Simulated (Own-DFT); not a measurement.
# Strain and stress in 4H SiC, 32 atoms (C16Si16)

Calculated results; nothing here was measured. They come from Own-DFT, an in-house plane-wave density functional program, since retired, whose code no person has reviewed. Each row is one single-point run on a periodic cell that was not relaxed, without spin or spin-orbit coupling.

Settings of every run: PBE; PseudoDojo norm-conserving scalar-relativistic files; cutoff 42 hartree; 5 x 5 x 3 k mesh centred on Gamma; Fermi-Dirac smearing of 0.1 eV.

Known limits: forces on such cells passed a denser k mesh, each cell not checked; stress not checked against mesh or cutoff.

Unstrained cell vectors in Å: (6.165, 0.000, 0.000); (-3.083, 5.339, 0.000); (0.000, 0.000, 10.068). The unstrained cell has measured lattice constants (interpolated for alloys), not those of this functional. That, the random moves and any unrelaxed bonds set the pressure at no strain. Each run strains this cell uniformly, with the atoms carried along. Every atom was also moved at random, by a Gaussian of width 0.05 Å on each axis. Strain is the symmetric tensor, in per cent. Stress is positive in tension, and the pressure is minus a third of its trace.

| run | e_xx (%) | e_yy (%) | e_zz (%) | e_yz (%) | e_xz (%) | e_xy (%) | s_xx (GPa) | s_yy (GPa) | s_zz (GPa) | s_yz (GPa) | s_xz (GPa) | s_xy (GPa) | P (GPa) | E (meV/atom) |
|---|---|---|---|---|---|---|---|---|---|---|---|---|---|---|
| 1 | 1.58 | -1.10 | 0.88 | 1.60 | -1.96 | -0.93 | 1.37 | -9.70 | 1.29 | 5.06 | -7.40 | -3.43 | 2.35 | 28.4 |
| 2 | 0.76 | 0.04 | 1.38 | 0.19 | -0.59 | 1.34 | -1.87 | -1.84 | -0.07 | 0.74 | -1.02 | 6.71 | 1.26 | 28.1 |
| 3 | -1.36 | -0.02 | 1.59 | 0.93 | 1.28 | -0.55 | -10.53 | -8.01 | 2.84 | 3.23 | 5.03 | -2.61 | 5.23 | 30.7 |
| 4 | 1.25 | 0.65 | -1.41 | -0.29 | 1.37 | 0.71 | 2.97 | -5.57 | -12.58 | 0.86 | 5.10 | 3.35 | 5.06 | 44.8 |
| 5 | 1.74 | 0.42 | -1.04 | -1.61 | 0.69 | 0.65 | 4.30 | 0.76 | -12.70 | -4.49 | 1.68 | 2.52 | 2.55 | 0.0 |
| 6 | -1.73 | 1.28 | 0.48 | -0.58 | -0.62 | -1.16 | -11.67 | -0.65 | -2.59 | -2.34 | -2.90 | -6.09 | 4.97 | 13.2 |
| 7 | -1.64 | 1.37 | 1.93 | 0.16 | -0.89 | -1.39 | -13.21 | 2.13 | 5.23 | 0.42 | -3.19 | -5.40 | 1.95 | 17.0 |
| 8 | -1.23 | -1.85 | 0.29 | -1.76 | -1.78 | 0.09 | -15.06 | -17.76 | -4.21 | -4.89 | -6.72 | 1.26 | 12.34 | 39.7 |
| 9 | -1.69 | 1.20 | 1.86 | 1.73 | -1.36 | 1.20 | -12.32 | 0.08 | 2.34 | 4.44 | -2.54 | 5.05 | 3.30 | 61.2 |
| 10 | 1.43 | 0.02 | -1.47 | -1.28 | 0.35 | 0.15 | 3.27 | -5.66 | -14.87 | -5.50 | 1.75 | -0.09 | 5.75 | 37.0 |
| 11 | 0.03 | -1.32 | -1.44 | 1.16 | 0.04 | 1.92 | -7.70 | -14.35 | -14.48 | 5.58 | -1.81 | 9.90 | 12.18 | 37.9 |
| 12 | 1.17 | -1.94 | 0.19 | -1.69 | 1.48 | -1.92 | -1.82 | -11.79 | -7.85 | -6.36 | 2.66 | -10.62 | 7.15 | 33.5 |
| 13 | -1.94 | -0.89 | 1.86 | -1.01 | -0.26 | 0.39 | -14.88 | -8.63 | 2.43 | -2.36 | -0.93 | 1.08 | 7.03 | 9.2 |
| 14 | -0.13 | 0.19 | 1.28 | 0.42 | -0.61 | -1.55 | -2.32 | -3.73 | -1.39 | 1.52 | -1.62 | -6.00 | 2.48 | 21.7 |
| 15 | -1.31 | 1.44 | 0.07 | 0.72 | -0.23 | 0.33 | -8.18 | 0.14 | -6.36 | 3.29 | -1.00 | 1.33 | 4.80 | 17.7 |
| 16 | 1.32 | -0.62 | -0.66 | 1.81 | 1.35 | 0.64 | ? | ? | ? | ? | ? | ? | ? | ? |

E is the free energy for each atom above the lowest run shown.

## Worked fit

Each stress component was fitted by least squares to a constant and the strains of the runs shown, as fractions, with shears doubled. Shear strains stay in the fit of a normal stress only where such slopes are resolved. The slopes, in GPa:

```
stress  at no strain  per e_xx  per e_yy  per e_zz  scatter
  s_xx          -4.8  515 ± 35  160 ± 34    4 ± 37     1.40
  s_yy          -5.8  152 ± 47  509 ± 46  142 ± 50     1.88
  s_zz          -6.5   -3 ± 40   18 ± 39  528 ± 43     1.61
```

Each shear stress against twice its own strain: yz 168 ± 14, xz 170 ± 13, xy 230 ± 12 GPa. These are stiffnesses along x, y and z of the frame in which the cell vectors are given, which need not be the crystal's axes. The atoms are held to the strained lattice; where symmetry lets them move under strain, relaxing them would lower some slopes. The table should be nearly symmetric about its diagonal, and what it lacks of that shows the noise. A ninth of its sum, 225 ± 9 GPa, estimates the bulk modulus near the mean pressure of these runs, 5.2 GPa, so it lies above the value at zero pressure.

## Withheld run

Question: what normal stresses and pressure should run 16 give?

The fit gives s_xx = 1.0, s_yy = -7.8, s_zz = -10.1 and P = 5.6 GPa. The calculation gave -0.38, -6.39, -9.04 and P = 5.27 GPa.
